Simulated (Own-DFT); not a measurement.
Simulation results for GaP (zincblende, strained, atoms displaced), GaN (wurtzite, strained, atoms displaced), SiC (4H silicon carbide, atoms displaced)

All values are calculated (Own-DFT development build). A calculation, not a measurement: plane-wave PBE density functional theory by an unreviewed code, no spin, of a simulated periodic cell, stress positive in tension, free energy of the whole cell less one offset for each atom, forces on such cells passed a denser k mesh, this cell's mesh not checked; offsets are fitted by least squares, one for each functional and potential file, so energies compare only between cells with the same atoms and settings and are not formation energies; the far tail of each file's local potential was reset to the Coulomb form; each entry is a single point on an unrelaxed cell, so the pressure reflects the starting lattice, mostly measured values (interpolated for alloys), from which strain is counted, and rises with the displacements; printed positions are rounded, which can move forces by about a meV/angstrom; the program, named Own-DFT, is a retired in-house code; no spin-orbit coupling.

Common to all runs: functional PBE.

```yaml
- entry: 1
  formula: GaP
  kind: "zincblende, strained, atoms displaced"
  structure:
    cell_angstrom: [[10.862, 0.0, 0.0], [0.0, 10.862, 0.0], [0.0, 0.0, 10.9439]]
    atoms_fractional:
      - [Ga, 0.99965, 0.99984, 0.0007]
      - [Ga, 0.99806, 0.25196, 0.25146]
      - [Ga, 0.24923, 0.99999, 0.24309]
      - [Ga, 0.25318, 0.24389, 0.99772]
      - [P, 0.12005, 0.1241, 0.12538]
      - [P, 0.12846, 0.3779, 0.37504]
      - [P, 0.36826, 0.12662, 0.3732]
      - [P, 0.37664, 0.3827, 0.12349]
      - [Ga, 9.0e-05, 0.00739, 0.50026]
      - [Ga, 0.99976, 0.25204, 0.74945]
      - [Ga, 0.25061, 0.00151, 0.75005]
      - [Ga, 0.25158, 0.24545, 0.50125]
      - [P, 0.12592, 0.12061, 0.62508]
      - [P, 0.12595, 0.37505, 0.87799]
      - [P, 0.37802, 0.12993, 0.87795]
      - [P, 0.36965, 0.37328, 0.62563]
      - [Ga, 0.99591, 0.50213, 0.99917]
      - [Ga, 0.99813, 0.7508, 0.24806]
      - [Ga, 0.25157, 0.50168, 0.25023]
      - [Ga, 0.2448, 0.75018, 0.99681]
      - [P, 0.1275, 0.62647, 0.12651]
      - [P, 0.12471, 0.87384, 0.37144]
      - [P, 0.37583, 0.62569, 0.37638]
      - [P, 0.3786, 0.87268, 0.12228]
      - [Ga, 0.99578, 0.49839, 0.49782]
      - [Ga, 0.00379, 0.74788, 0.74912]
      - [Ga, 0.25102, 0.50472, 0.74759]
      - [Ga, 0.25456, 0.74855, 0.50277]
      - [P, 0.12508, 0.62474, 0.6264]
      - [P, 0.12405, 0.87823, 0.8755]
      - [P, 0.37535, 0.61674, 0.87339]
      - [P, 0.37711, 0.87858, 0.62357]
      - [Ga, 0.49616, 0.00245, 0.99989]
      - [Ga, 0.49952, 0.24747, 0.25188]
      - [Ga, 0.74923, 0.00043, 0.2543]
      - [Ga, 0.74889, 0.24922, 0.0025]
      - [P, 0.62579, 0.12765, 0.12499]
      - [P, 0.62916, 0.37291, 0.37337]
      - [P, 0.87765, 0.12553, 0.37164]
      - [P, 0.8735, 0.37888, 0.12601]
      - [Ga, 0.49936, 0.0018, 0.50267]
      - [Ga, 0.50213, 0.24709, 0.74873]
      - [Ga, 0.74989, 0.99842, 0.74569]
      - [Ga, 0.75059, 0.2519, 0.50063]
      - [P, 0.62715, 0.12691, 0.62703]
      - [P, 0.62514, 0.37289, 0.8721]
      - [P, 0.87617, 0.12725, 0.87295]
      - [P, 0.87549, 0.37363, 0.62612]
      - [Ga, 0.50249, 0.50086, 0.99901]
      - [Ga, 0.50222, 0.75327, 0.25389]
      - [Ga, 0.74845, 0.49715, 0.25555]
      - [Ga, 0.75069, 0.74918, 0.99898]
      - [P, 0.62569, 0.62612, 0.12562]
      - [P, 0.62391, 0.87662, 0.37457]
      - [P, 0.87615, 0.62796, 0.37449]
      - [P, 0.87005, 0.8785, 0.12229]
      - [Ga, 0.50326, 0.49716, 0.49967]
      - [Ga, 0.49956, 0.74689, 0.7526]
      - [Ga, 0.74968, 0.50057, 0.74686]
      - [Ga, 0.74247, 0.75067, 0.49983]
      - [P, 0.62486, 0.62686, 0.62353]
      - [P, 0.6167, 0.87642, 0.87604]
      - [P, 0.87421, 0.62793, 0.87539]
      - [P, 0.87438, 0.87489, 0.62506]
  settings:
    potential_files: "PseudoDojo norm-conserving, scalar-relativistic, standard set"
    "wave_cutoff [hartree]": 42.0
    occupations: Fermi-Dirac
    "smearing_width [eV]": 0.1
    hardware: "one NVIDIA H100"
    k_mesh: "3 x 3 x 3 centred on Gamma"
  results:
    "free_energy_of_cell_above_offsets [eV]": "-35.214"
    "pressure [GPa]": 3.07
    "stress_xx [GPa]": -3.24
    "stress_yy [GPa]": -3.23
    "stress_zz [GPa]": -2.73
    "stress_yz [GPa]": 0.05
    "stress_xz [GPa]": 0.29
    "stress_xy [GPa]": -0.08
    force_element: [Ga, Ga, Ga, Ga, P, P, P, P, Ga, Ga, Ga, Ga, P, P, P, P, Ga, Ga, Ga, Ga, P, P, P, P, Ga, Ga, Ga, Ga, P, P, P, P, Ga, Ga, Ga, Ga, P, P, P, P, Ga, Ga, Ga, Ga, P, P, P, P, Ga, Ga, Ga, Ga, P, P, P, P, Ga, Ga, Ga, Ga, P, P, P, P]
    "force_x [eV/angstrom]": [-0.348, 0.376, -0.056, -0.6, 0.453, -0.302, 0.782, -0.094, -0.004, 0.489, 0.315, -0.541, -0.09, 0.001, -0.122, 0.787, 0.53, 0.056, 0.048, 0.694, -0.551, 0.13, 0.328, -0.489, 0.419, -0.38, -0.454, -0.546, -0.075, 0.063, -0.076, -0.144, 0.385, -0.249, -0.01, 0.369, -0.261, -0.702, -0.485, -0.029, 0.058, -0.348, -0.035, 0.222, -0.112, 0.156, -0.314, -0.04, 0.29, -0.275, 0.354, -0.526, 0.056, -0.055, -0.537, 0.295, -0.373, -0.314, 0.043, 0.91, -0.24, 0.929, 0.036, 0.2]
    "force_y [eV/angstrom]": [0.2, 0.431, -0.371, 0.983, 0.365, -0.438, -0.554, -1.09, -1.096, -0.14, -0.078, 0.489, 0.804, 0.132, -0.746, 0.001, -0.049, 0.24, 0.111, -0.181, -0.145, 0.218, -0.14, 0.058, 0.189, 0.433, -0.837, 0.363, -0.059, -0.183, 1.102, -0.504, -0.022, 0.493, 0.137, 0.301, -0.545, -0.204, 0.222, -0.332, 0.409, 0.592, -0.064, -0.328, -0.204, 0.272, -0.342, 0.251, -0.116, -0.435, 0.721, 0.396, -0.11, 0.337, -0.11, -0.287, -0.082, 0.182, 0.049, 0.145, -0.379, -0.054, -0.246, -0.157]
    "force_z [eV/angstrom]": [-0.205, -0.277, 0.263, 0.823, -0.162, 0.154, -0.068, 0.195, -0.313, 0.201, 0.295, -0.007, 0.25, -0.354, -0.801, -0.091, 0.209, -0.223, -0.024, 0.047, -0.237, 0.533, -0.014, 0.099, 0.128, 0.144, 0.25, -0.281, -0.567, -0.266, 0.281, 0.569, 0.303, -0.318, -0.544, -0.381, 0.251, 0.465, 0.575, -0.001, -0.493, -0.02, 0.799, -0.121, -0.573, 0.228, 0.177, -0.239, 0.003, -0.476, -0.608, 0.01, 0.228, 0.379, 0.18, 0.309, 0.034, -0.189, 0.321, -0.109, 0.252, -0.164, -0.444, -0.384]
    "wall_time [s]": 510.5
- entry: 2
  formula: GaN
  kind: "wurtzite, strained, atoms displaced"
  structure:
    cell_angstrom: [[12.756, 0.0, 0.0], [-4.7835, 8.2853, 0.0], [0.0, 0.0, 10.4996]]
    atoms_fractional:
      - [Ga, 0.08174, 0.22074, 0.99697]
      - [Ga, 0.1646, 0.11774, 0.25401]
      - ["N", 0.08184, 0.21414, 0.18184]
      - ["N", 0.16659, 0.1159, 0.43607]
      - [Ga, 0.08693, 0.22988, 0.49448]
      - [Ga, 0.16674, 0.1135, 0.75443]
      - ["N", 0.08268, 0.21688, 0.68531]
      - ["N", 0.16231, 0.10943, 0.93958]
      - [Ga, 0.09471, 0.56053, 0.00805]
      - [Ga, 0.15854, 0.4363, 0.24861]
      - ["N", 0.0759, 0.54687, 0.19272]
      - ["N", 0.16558, 0.44837, 0.43365]
      - [Ga, 0.07617, 0.55613, 0.50232]
      - [Ga, 0.16928, 0.44929, 0.74945]
      - ["N", 0.08338, 0.55572, 0.69028]
      - ["N", 0.15632, 0.4367, 0.94122]
      - [Ga, 0.08109, 0.88031, 0.99788]
      - [Ga, 0.16712, 0.78691, 0.24951]
      - ["N", 0.08116, 0.88814, 0.18227]
      - ["N", 0.15795, 0.77314, 0.43941]
      - [Ga, 0.07516, 0.89334, 0.50085]
      - [Ga, 0.16192, 0.77255, 0.74837]
      - ["N", 0.08633, 0.89766, 0.68039]
      - ["N", 0.16148, 0.77347, 0.93546]
      - [Ga, 0.33855, 0.21334, 0.00456]
      - [Ga, 0.41447, 0.1182, 0.24184]
      - ["N", 0.3303, 0.22057, 0.18659]
      - ["N", 0.4138, 0.10265, 0.43093]
      - [Ga, 0.33104, 0.22145, 0.50279]
      - [Ga, 0.41664, 0.10556, 0.74182]
      - ["N", 0.33044, 0.21916, 0.67991]
      - ["N", 0.41003, 0.11531, 0.94039]
      - [Ga, 0.32692, 0.54827, 0.99497]
      - [Ga, 0.41322, 0.44347, 0.25485]
      - ["N", 0.33496, 0.55871, 0.17944]
      - ["N", 0.42115, 0.45007, 0.44359]
      - [Ga, 0.33081, 0.54961, 0.49273]
      - [Ga, 0.41479, 0.44239, 0.75645]
      - ["N", 0.33203, 0.55262, 0.68292]
      - ["N", 0.41086, 0.44421, 0.93193]
      - [Ga, 0.33331, 0.89215, 0.00654]
      - [Ga, 0.4213, 0.78368, 0.25216]
      - ["N", 0.33234, 0.88475, 0.19153]
      - ["N", 0.41838, 0.77844, 0.43601]
      - [Ga, 0.34046, 0.89153, 0.4947]
      - [Ga, 0.419, 0.7724, 0.76351]
      - ["N", 0.33227, 0.88346, 0.6889]
      - ["N", 0.40727, 0.77629, 0.94527]
      - [Ga, 0.58086, 0.21193, 0.00315]
      - [Ga, 0.67096, 0.11106, 0.24965]
      - ["N", 0.58195, 0.22947, 0.1901]
      - ["N", 0.662, 0.10614, 0.43745]
      - [Ga, 0.58681, 0.22137, 0.50364]
      - [Ga, 0.66044, 0.11401, 0.74336]
      - ["N", 0.58763, 0.21975, 0.68434]
      - ["N", 0.6586, 0.10533, 0.94244]
      - [Ga, 0.58122, 0.54793, 0.99931]
      - [Ga, 0.67428, 0.46013, 0.25118]
      - ["N", 0.58318, 0.57184, 0.19055]
      - ["N", 0.67361, 0.44974, 0.43119]
      - [Ga, 0.58032, 0.55445, 0.49643]
      - [Ga, 0.66501, 0.44749, 0.74927]
      - ["N", 0.58853, 0.56012, 0.68908]
      - ["N", 0.67655, 0.45231, 0.93645]
      - [Ga, 0.58577, 0.89582, 0.9921]
      - [Ga, 0.6646, 0.77668, 0.25314]
      - ["N", 0.59104, 0.88539, 0.18083]
      - ["N", 0.66662, 0.7715, 0.43444]
      - [Ga, 0.59094, 0.89646, 0.50443]
      - [Ga, 0.67025, 0.77767, 0.74269]
      - ["N", 0.58149, 0.8877, 0.69043]
      - ["N", 0.66961, 0.77244, 0.93773]
      - [Ga, 0.83601, 0.22626, 0.9958]
      - [Ga, 0.91246, 0.11075, 0.25693]
      - ["N", 0.82497, 0.22044, 0.19103]
      - ["N", 0.92167, 0.10818, 0.44112]
      - [Ga, 0.83342, 0.21841, 0.49458]
      - [Ga, 0.92047, 0.12409, 0.76]
      - ["N", 0.82815, 0.22239, 0.68145]
      - ["N", 0.91265, 0.10507, 0.93956]
      - [Ga, 0.83115, 0.55664, 0.00074]
      - [Ga, 0.91921, 0.43845, 0.2491]
      - ["N", 0.83083, 0.54744, 0.19297]
      - ["N", 0.91807, 0.44216, 0.44663]
      - [Ga, 0.83751, 0.55589, 0.503]
      - [Ga, 0.9197, 0.44259, 0.74993]
      - ["N", 0.83276, 0.54888, 0.69159]
      - ["N", 0.90807, 0.43338, 0.93905]
      - [Ga, 0.83782, 0.88752, 0.00806]
      - [Ga, 0.91549, 0.77394, 0.25113]
      - ["N", 0.83315, 0.89391, 0.18904]
      - ["N", 0.92449, 0.79044, 0.43515]
      - [Ga, 0.82881, 0.87943, 0.49558]
      - [Ga, 0.91372, 0.77927, 0.7479]
      - ["N", 0.84343, 0.88907, 0.69662]
      - ["N", 0.91317, 0.77797, 0.93414]
  settings:
    potential_files: "PseudoDojo norm-conserving, scalar-relativistic, standard set with the stringent files for Ga"
    "wave_cutoff [hartree]": 96.0
    occupations: Gaussian
    "smearing_width [eV]": 0.01
    k_mesh: "3 x 4 x 3 centred on Gamma"
  results:
    "free_energy_of_cell_above_offsets [eV]": "-4.938"
    "pressure [GPa]": 4.58
    "stress_xx [GPa]": -6.23
    "stress_yy [GPa]": -5.18
    "stress_zz [GPa]": -2.33
    "stress_yz [GPa]": 0.28
    "stress_xz [GPa]": 0.21
    "stress_xy [GPa]": 0.99
    force_element: [Ga, Ga, "N", "N", Ga, Ga, "N", "N", Ga, Ga, "N", "N", Ga, Ga, "N", "N", Ga, Ga, "N", "N", Ga, Ga, "N", "N", Ga, Ga, "N", "N", Ga, Ga, "N", "N", Ga, Ga, "N", "N", Ga, Ga, "N", "N", Ga, Ga, "N", "N", Ga, Ga, "N", "N", Ga, Ga, "N", "N", Ga, Ga, "N", "N", Ga, Ga, "N", "N", Ga, Ga, "N", "N", Ga, Ga, "N", "N", Ga, Ga, "N", "N", Ga, Ga, "N", "N", Ga, Ga, "N", "N", Ga, Ga, "N", "N", Ga, Ga, "N", "N", Ga, Ga, "N", "N", Ga, Ga, "N", "N"]
    "force_x [eV/angstrom]": [-0.03, 0.7, -1.446, 0.285, -0.018, 0.144, -0.548, 1.152, -2.428, 1.19, 1.275, -0.119, 1.754, -0.061, 0.118, 1.344, -1.069, -0.085, 0.022, 0.632, 2.758, 0.068, 0.007, 1.044, -4.491, 1.265, -0.524, -0.081, 0.646, -0.842, 0.747, 3.746, 0.146, 0.184, -0.607, -0.828, -0.459, 0.248, 0.344, 1.056, -0.801, 0.649, -0.331, 0.897, -1.56, -1.082, 0.421, 1.287, -0.832, -2.537, 0.59, 1.034, -1.086, 2.657, -2.686, 1.071, -0.295, -1.599, 0.749, -0.613, 1.679, 1.064, -1.098, -2.268, 0.943, 0.552, -2.045, -0.643, -0.787, 0.44, 0.454, -0.896, -0.59, 0.559, 2.437, -1.31, 0.035, -0.021, 0.785, -0.094, 1.521, -1.827, 1.037, -0.898, -0.534, -0.892, -0.136, 0.873, -1.251, 0.02, 0.569, -1.683, 0.645, 2.506, -3.446, 1.129]
    "force_y [eV/angstrom]": [-0.876, -1.254, 0.843, 0.095, -0.407, -0.366, 1.417, -0.154, -0.461, 0.69, 1.553, -0.111, 0.686, -0.995, -0.394, 0.643, 0.868, -1.136, 0.304, 1.065, 0.782, 1.315, -1.087, 0.136, 2.231, -0.842, 0.735, 1.918, -0.396, 0.163, 0.404, -1.848, 0.375, 0.669, -0.61, -1.497, 1.285, -0.09, 0.346, -0.695, -0.282, -0.607, 0.829, -0.367, -1.204, 0.068, -0.091, -0.086, 1.838, -1.084, -0.28, 0.73, 0.507, -1.082, 1.298, 1.45, 1.116, -1.478, -3.203, -0.429, -0.053, -0.219, -1.011, -2.136, -2.851, 1.335, 1.221, 0.938, -1.741, 0.864, 0.045, 0.496, -1.674, -0.037, 0.59, -0.075, -0.133, -1.277, -0.437, 0.719, 0.3, 0.052, 1.388, -0.618, 0.325, -0.265, 0.845, 2.278, -0.259, 0.468, -0.727, -2.375, 1.057, -1.199, 1.581, -0.361]
    "force_z [eV/angstrom]": [0.457, -0.798, 0.741, 0.013, 1.268, -0.38, 0.261, -0.082, -0.34, -0.398, -0.791, 0.243, 0.086, -0.166, -0.405, -1.142, -0.137, 0.973, 0.685, -0.294, 0.101, -0.367, 1.588, 0.34, 0.081, 1.409, 0.366, 0.566, -1.274, 0.518, 1.903, -1.792, 0.87, -0.868, 1.398, -1.183, 0.865, -2.257, 0.706, 1.628, -0.564, -0.869, -0.457, 0.243, 0.847, -1.762, -0.127, -0.488, 0.284, 0.03, -0.285, -0.275, -1.85, 1.656, 0.199, -1.826, 0.125, -0.521, -0.708, 1.767, 0.974, 0.38, -0.929, -0.12, 1.141, -0.657, 0.575, 1.021, -0.315, 1.669, -0.033, -0.404, 1.04, -1.017, -0.785, -0.369, 0.745, -1.877, 0.848, 0.568, 0.308, 0.971, -0.927, -1.652, 0.035, 0.521, -0.639, -0.346, -1.015, -0.554, 0.864, -0.336, 1.371, 0.721, -2.277, 0.686]
- entry: 3
  formula: SiC
  kind: "4H silicon carbide, atoms displaced"
  structure:
    cell_angstrom: [[6.1654, 0.0, 0.0], [-3.0827, 5.3394, 0.0], [0.0, 0.0, 10.0681]]
    atoms_fractional:
      - [Si, 0.98823, 0.98333, 0.41142]
      - [Si, 0.174, 0.34468, 0.15764]
      - [C, 0.98165, 0.01695, 0.09143]
      - [C, 0.14828, 0.33137, 0.34266]
      - [Si, 0.97114, 0.50594, 0.40595]
      - [Si, 0.18726, 0.85403, 0.16481]
      - [C, 0.98674, 0.49751, 0.10031]
      - [C, 0.14109, 0.82015, 0.32833]
      - [Si, 0.45591, 0.00064, 0.40407]
      - [Si, 0.65948, 0.3005, 0.15579]
      - [C, 0.50109, 0.99212, 0.07605]
      - [C, 0.67202, 0.31893, 0.34799]
      - [Si, 0.50613, 0.4796, 0.39599]
      - [Si, 0.65943, 0.83843, 0.15416]
      - [C, 0.50122, 0.51215, 0.07857]
      - [C, 0.6775, 0.83714, 0.36713]
      - [Si, 0.97682, 0.95065, 0.91263]
      - [Si, 0.81818, 0.65852, 0.64861]
      - [C, 0.03521, 0.02234, 0.59513]
      - [C, 0.83921, 0.65371, 0.84836]
      - [Si, 0.00282, 0.47487, 0.91079]
      - [Si, 0.84704, 0.17232, 0.6498]
      - [C, 0.98852, 0.51307, 0.58813]
      - [C, 0.8295, 0.17401, 0.83921]
      - [Si, 0.52866, 0.03319, 0.91872]
      - [Si, 0.33447, 0.66213, 0.64994]
      - [C, 0.48929, 0.98796, 0.6029]
      - [C, 0.33203, 0.65284, 0.83374]
      - [Si, 0.52557, 0.49446, 0.92606]
      - [Si, 0.34489, 0.15324, 0.64962]
      - [C, 0.47561, 0.45805, 0.57336]
      - [C, 0.34149, 0.14964, 0.8404]
  settings:
    potential_files: "PseudoDojo norm-conserving, scalar-relativistic, standard set"
    "wave_cutoff [hartree]": 42.0
    occupations: Fermi-Dirac
    "smearing_width [eV]": 0.1
    hardware: "one NVIDIA H100"
    k_mesh: "5 x 5 x 3 centred on Gamma"
  results:
    "free_energy_of_cell_above_offsets [eV]": "6.116"
    "pressure [GPa]": 10.92
    "stress_xx [GPa]": -6.56
    "stress_yy [GPa]": -7.52
    "stress_zz [GPa]": -18.68
    "stress_yz [GPa]": -0.55
    "stress_xz [GPa]": 1.93
    "stress_xy [GPa]": -1.23
    force_element: [Si, Si, C, C, Si, Si, C, C, Si, Si, C, C, Si, Si, C, C, Si, Si, C, C, Si, Si, C, C, Si, Si, C, C, Si, Si, C, C]
    "force_x [eV/angstrom]": [0.888, -1.328, 2.897, 1.78, 5.382, -2.918, 1.478, 0.36, 4.562, -0.479, -1.264, -3.223, -3.887, 1.938, -0.604, -4.414, 0.833, -0.642, -3.584, -0.179, 0.781, -1.164, 1.83, 2.372, -1.245, -0.113, 2.936, 1.173, -2.1, -0.831, 0.527, -1.761]
    "force_y [eV/angstrom]": [3.99, -0.474, -0.915, 0.031, -0.521, -1.899, 0.999, 1.007, -1.825, 3.568, -0.739, -1.842, 1.743, -0.879, -0.834, -2.36, 6.115, 0.736, -3.395, -2.475, 3.336, 0.038, -1.037, -2.355, -3.118, -1.876, -0.052, 0.2, -1.442, 1.611, 3.557, 1.107]
    "force_z [eV/angstrom]": [-0.316, -0.581, 0.85, 0.156, 0.408, -7.025, -0.695, 5.451, 2.596, 0.237, 9.735, -3.27, 0.214, 1.647, 12.61, -3.856, -1.396, 1.84, -0.828, -1.545, -0.843, 0.867, -0.152, -0.17, -10.72, 0.712, -3.612, 2.649, -13.6, 4.095, 2.77, 1.777]
    "wall_time [s]": 133.3
- entry: 4
  formula: GaP
  kind: "zincblende, strained, atoms displaced"
  structure:
    cell_angstrom: [[10.862, 0.0, 0.0], [0.0, 10.862, 0.0], [0.0, 0.0, 10.9439]]
    atoms_fractional:
      - [Ga, 0.00054, 0.00527, 0.98832]
      - [Ga, 0.99845, 0.24911, 0.25678]
      - [Ga, 0.23491, 0.00319, 0.2503]
      - [Ga, 0.23968, 0.25011, 0.00345]
      - [P, 0.1141, 0.12245, 0.13354]
      - [P, 0.13977, 0.37094, 0.37482]
      - [P, 0.37441, 0.12397, 0.35989]
      - [P, 0.3841, 0.37287, 0.12919]
      - [Ga, 0.99607, 0.99953, 0.50106]
      - [Ga, 0.99964, 0.25025, 0.73879]
      - [Ga, 0.24704, 0.99734, 0.75396]
      - [Ga, 0.25767, 0.25102, 0.50217]
      - [P, 0.12776, 0.1334, 0.63226]
      - [P, 0.11812, 0.37648, 0.8668]
      - [P, 0.37685, 0.13086, 0.88433]
      - [P, 0.38893, 0.37872, 0.63029]
      - [Ga, 0.99585, 0.49569, 0.00373]
      - [Ga, 0.99728, 0.73687, 0.25833]
      - [Ga, 0.24617, 0.49627, 0.25103]
      - [Ga, 0.24582, 0.7546, 0.00427]
      - [P, 0.12623, 0.63304, 0.13106]
      - [P, 0.12454, 0.87907, 0.37551]
      - [P, 0.38021, 0.62535, 0.37319]
      - [P, 0.37431, 0.88024, 0.11691]
      - [Ga, 0.99395, 0.50928, 0.50429]
      - [Ga, 0.98615, 0.76816, 0.7499]
      - [Ga, 0.24317, 0.49978, 0.7487]
      - [Ga, 0.25446, 0.74793, 0.49513]
      - [P, 0.11593, 0.62882, 0.62501]
      - [P, 0.11841, 0.89085, 0.88206]
      - [P, 0.36625, 0.62338, 0.87165]
      - [P, 0.36094, 0.88048, 0.62612]
      - [Ga, 0.50525, 0.99234, 0.99022]
      - [Ga, 0.50627, 0.24017, 0.24938]
      - [Ga, 0.74637, 0.9985, 0.25281]
      - [Ga, 0.74414, 0.24651, 0.01051]
      - [P, 0.62371, 0.10337, 0.12556]
      - [P, 0.62525, 0.37035, 0.37799]
      - [P, 0.8765, 0.13243, 0.3716]
      - [P, 0.88578, 0.38968, 0.11867]
      - [Ga, 0.49768, 0.00551, 0.51219]
      - [Ga, 0.49681, 0.24309, 0.74333]
      - [Ga, 0.75339, 0.00693, 0.74551]
      - [Ga, 0.75741, 0.25254, 0.49551]
      - [P, 0.62719, 0.13044, 0.63062]
      - [P, 0.62641, 0.37662, 0.8761]
      - [P, 0.87732, 0.12976, 0.86204]
      - [P, 0.87013, 0.38243, 0.62364]
      - [Ga, 0.51168, 0.50811, 0.0022]
      - [Ga, 0.49577, 0.73743, 0.23898]
      - [Ga, 0.75467, 0.50353, 0.24977]
      - [Ga, 0.73864, 0.75389, 0.99502]
      - [P, 0.62674, 0.61989, 0.11461]
      - [P, 0.60427, 0.87996, 0.38278]
      - [P, 0.86827, 0.61948, 0.38178]
      - [P, 0.87589, 0.87138, 0.13774]
      - [Ga, 0.49665, 0.49865, 0.4966]
      - [Ga, 0.50582, 0.74832, 0.74538]
      - [Ga, 0.75377, 0.508, 0.7463]
      - [Ga, 0.75424, 0.76847, 0.49214]
      - [P, 0.63033, 0.625, 0.63121]
      - [P, 0.61092, 0.87189, 0.88121]
      - [P, 0.88362, 0.62154, 0.8728]
      - [P, 0.87103, 0.87761, 0.62734]
  settings:
    potential_files: "PseudoDojo norm-conserving, scalar-relativistic, standard set"
    "wave_cutoff [hartree]": 42.0
    occupations: Fermi-Dirac
    "smearing_width [eV]": 0.1
    hardware: "one NVIDIA H100"
    k_mesh: "3 x 3 x 3 centred on Gamma"
  results:
    "pressure [GPa]": null
```

To be estimated
1. GaP (zincblende, strained, atoms displaced) (entry 4): pressure?

## Answers
1. 4.03 GPa

Further results for GaP (zincblende, strained, atoms displaced) (entry 4):

* free energy of cell above offsets: -30.475 eV
* stress xx: -4.13 GPa
* stress yy: -4.21 GPa
* stress zz: -3.76 GPa
* stress yz: 0.08 GPa
* stress xz: 0.59 GPa
* stress xy: 0.59 GPa
* wall time: 564.4 s

Force:
```
element  x (eV/Å)  y (eV/Å)  z (eV/Å)
     Ga    -1.835     1.003     2.179
     Ga     0.709     1.505    -0.717
     Ga      1.47    -0.548    -0.368
     Ga     0.433     0.466      0.32
      P    -0.093     0.626     -1.51
      P    -2.112     0.383     0.795
      P    -0.258    -0.395     1.971
      P    -0.548     0.358    -0.646
     Ga     0.702     0.769      0.16
     Ga    -0.605     1.108     0.468
     Ga     0.156     1.246     0.588
     Ga      0.67    -0.228     0.077
      P     0.437    -1.226    -1.436
      P     0.122    -0.407     0.973
      P    -0.352    -0.641    -0.815
      P    -1.809     0.008    -0.493
     Ga     2.577     2.163    -1.863
     Ga    -0.052     1.042     0.139
     Ga     1.113     0.446    -0.626
     Ga     0.182    -0.028    -0.825
      P    -0.138    -1.317     -0.54
      P    -0.563    -1.086     0.428
      P    -0.793    -0.466    -0.041
      P    -0.318    -0.217     1.107
     Ga     0.927    -1.369    -0.328
     Ga     1.793    -1.485     1.175
     Ga      0.37     0.088    -0.357
     Ga    -0.706     0.136     0.286
      P     0.754     0.876     0.244
      P     1.134    -2.583    -1.344
      P     0.667      0.51     0.512
      P     1.449    -0.768     0.006
     Ga    -1.948     1.679     1.354
     Ga     0.154     0.544    -0.477
     Ga     0.344    -0.738     0.917
     Ga     0.449     0.284    -0.738
      P     0.116     1.749    -0.355
      P      0.17     0.371    -0.853
      P    -0.711    -1.375     0.667
      P    -2.394    -3.111     2.627
     Ga    -0.943      0.43    -0.406
     Ga     0.301     0.733     1.803
     Ga    -0.916    -0.646      0.87
     Ga    -0.545     0.164     0.689
      P     0.416    -0.314    -1.207
      P     0.143    -0.338    -0.332
      P    -0.527     0.227     1.493
      P     0.528    -0.705    -0.183
     Ga    -2.437    -1.874     -1.61
     Ga     0.197     1.261    -0.048
     Ga    -0.747    -0.712    -0.294
     Ga     1.841    -0.287     0.507
      P     1.229     1.308     2.123
      P     1.358     -0.67     -1.09
      P    -0.066      1.14    -0.264
      P    -0.239     0.012    -1.364
     Ga     1.032     0.398      0.36
     Ga    -1.606     0.043     0.164
     Ga     -0.12    -0.828     1.225
     Ga    -1.243    -1.152     0.221
      P     -0.29     0.674    -1.907
      P     2.335    -0.476    -2.632
      P    -0.926     1.213     0.282
      P    -0.439     1.025    -1.064
```
